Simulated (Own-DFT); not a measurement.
# How strain changes the stress of wurtzite AlN, 72 atoms (Al36N36)

These are calculations, not measurements. They come from Own-DFT, an in-house plane-wave density functional program, since retired, whose code no person has reviewed. Each row is one single-point run on a periodic cell that was not relaxed, without spin or spin-orbit coupling.

Settings of every run: PBE; PseudoDojo norm-conserving scalar-relativistic files; cutoff 42 hartree; 4 x 4 x 3 k mesh centred on Gamma; Gaussian smearing of 0.01 eV.

Known limits: k mesh not checked against a denser one; stress not checked against mesh or cutoff.

Unstrained cell vectors in Å: (9.336, 0.000, 0.000); (-4.668, 8.085, 0.000); (0.000, 0.000, 9.964). The unstrained cell has measured lattice constants (interpolated for alloys), not those of this functional. That, the random moves and any unrelaxed bonds set the pressure at no strain. Each run strains this cell uniformly, with the atoms carried along. Every atom was also moved at random, by a Gaussian of width 0.05 Å on each axis. Strain is the symmetric tensor, in per cent. Stress is positive in tension, and the pressure is minus a third of its trace.

| run | e_xx (%) | e_yy (%) | e_zz (%) | e_yz (%) | e_xz (%) | e_xy (%) | s_xx (GPa) | s_yy (GPa) | s_zz (GPa) | s_yz (GPa) | s_xz (GPa) | s_xy (GPa) | P (GPa) | E (meV/atom) |
|---|---|---|---|---|---|---|---|---|---|---|---|---|---|---|
| 1 | 1.87 | -1.07 | 1.08 | -1.07 | 1.57 | -0.31 | 0.72 | -6.61 | -0.16 | -2.18 | 3.01 | -3.57 | 2.01 | 16.2 |
| 2 | -0.12 | -1.33 | 0.74 | -1.59 | -0.14 | -0.23 | -7.41 | -10.07 | -4.21 | -2.53 | -0.54 | -1.13 | 7.23 | 3.2 |
| 3 | 0.26 | 1.00 | 1.74 | 0.58 | -1.07 | 1.27 | -2.29 | -0.70 | 3.34 | 1.26 | -2.79 | 4.28 | -0.12 | 8.1 |
| 4 | -1.16 | 0.14 | 0.55 | 1.07 | 1.17 | 0.87 | -13.04 | -5.27 | -4.38 | 2.85 | 4.08 | 1.33 | 7.56 | 29.7 |
| 5 | -0.98 | -1.86 | -0.91 | -1.78 | -1.87 | -1.17 | -12.84 | -20.70 | -11.33 | -5.71 | -5.49 | -5.05 | 14.96 | 44.7 |
| 6 | -0.27 | 1.70 | 1.55 | -0.48 | 1.49 | 1.47 | -6.06 | 3.73 | 1.78 | -1.87 | 3.98 | 5.84 | 0.18 | 10.3 |
| 7 | 1.34 | 1.51 | 1.35 | -1.95 | 1.64 | 1.04 | 2.28 | 2.08 | 2.07 | -4.43 | 4.39 | 4.02 | -2.15 | 15.6 |
| 8 | 1.25 | 1.90 | 1.33 | 1.30 | -0.64 | -1.73 | 2.19 | 3.58 | 2.83 | 3.49 | -1.92 | -4.47 | -2.86 | 14.8 |
| 9 | 0.32 | 1.13 | -0.04 | -0.75 | 0.80 | 1.60 | -4.38 | -0.10 | -4.98 | -2.04 | 2.29 | 5.67 | 3.15 | 19.1 |
| 10 | 0.98 | -0.51 | 0.39 | -0.51 | 1.65 | 1.11 | -0.35 | -8.16 | -3.21 | -1.67 | 3.89 | 3.71 | 3.91 | 3.4 |
| 11 | -0.18 | -1.41 | 0.87 | -0.95 | 1.62 | -1.51 | -8.15 | -10.79 | -1.83 | -1.34 | 3.96 | -4.86 | 6.92 | 0.0 |
| 12 | 1.95 | -0.73 | -1.35 | -1.37 | -1.21 | 0.29 | 1.40 | -9.49 | -11.23 | -4.11 | -2.72 | 0.75 | 6.44 | 36.0 |
| 13 | 1.36 | -1.11 | 1.24 | -0.39 | 0.44 | 1.39 | -1.15 | -9.78 | 1.83 | 0.12 | 1.73 | 3.97 | 3.03 | 11.4 |
| 14 | -0.34 | -0.26 | -1.60 | 0.51 | -0.23 | 0.07 | -9.47 | -7.86 | -14.38 | 1.33 | -1.35 | -0.21 | 10.57 | 20.2 |
| 15 | 1.95 | 1.60 | 1.09 | 1.26 | 1.39 | 0.75 | 5.03 | 2.60 | 1.69 | 2.95 | 2.97 | 2.02 | -3.11 | 5.8 |
| 16 | 0.36 | 1.32 | 1.85 | 1.46 | 1.50 | -0.23 | -2.99 | 1.64 | 4.44 | 3.78 | 3.36 | -0.45 | -1.03 | 9.2 |
| 17 | -1.43 | -1.00 | -1.23 | 1.55 | 1.27 | -1.96 | -13.40 | -15.19 | -15.75 | 4.19 | 2.54 | -6.96 | 14.78 | 53.7 |
| 18 | -0.44 | -1.22 | -1.24 | 1.39 | -1.40 | -0.21 | ? | ? | ? | ? | ? | ? | ? | ? |

E is the free energy for each atom above the lowest run shown.

## Worked fit

Each stress component was fitted by least squares to a constant and the strains of the runs shown, as fractions, with shears doubled. Shear strains stay in the fit of a normal stress only where such slopes are resolved. The slopes, in GPa:

| stress | at no strain | per e_xx | per e_yy | per e_zz | scatter |
|---|---|---|---|---|---|
| s_xx | -6.3 | 471 ± 23 | 94 ± 22 | 38 ± 25 | 0.95 |
| s_yy | -6.6 | 92 ± 41 | 447 ± 39 | 125 ± 45 | 1.70 |
| s_zz | -6.2 | 102 ± 19 | 39 ± 18 | 504 ± 21 | 0.78 |

Each shear stress against twice its own strain: yz 128 ± 9, xz 125 ± 7, xy 156 ± 11 GPa. These are stiffnesses along x, y and z of the frame in which the cell vectors are given, which need not be the crystal's axes. The atoms are held to the strained lattice; where symmetry lets them move under strain, relaxing them would lower some slopes. The table should be nearly symmetric about its diagonal, and what it lacks of that shows the noise. A ninth of its sum, 212 ± 4 GPa, estimates the bulk modulus near the mean pressure of these runs, 4.2 GPa, so it lies above the value at zero pressure.

## Withheld run

Question: what normal stresses and pressure should run 18 give?

The fit gives s_xx = -10.1, s_yy = -14.1, s_zz = -13.4 and P = 12.5 GPa. The calculation gave -9.80, -14.10, -11.65 and P = 11.85 GPa.
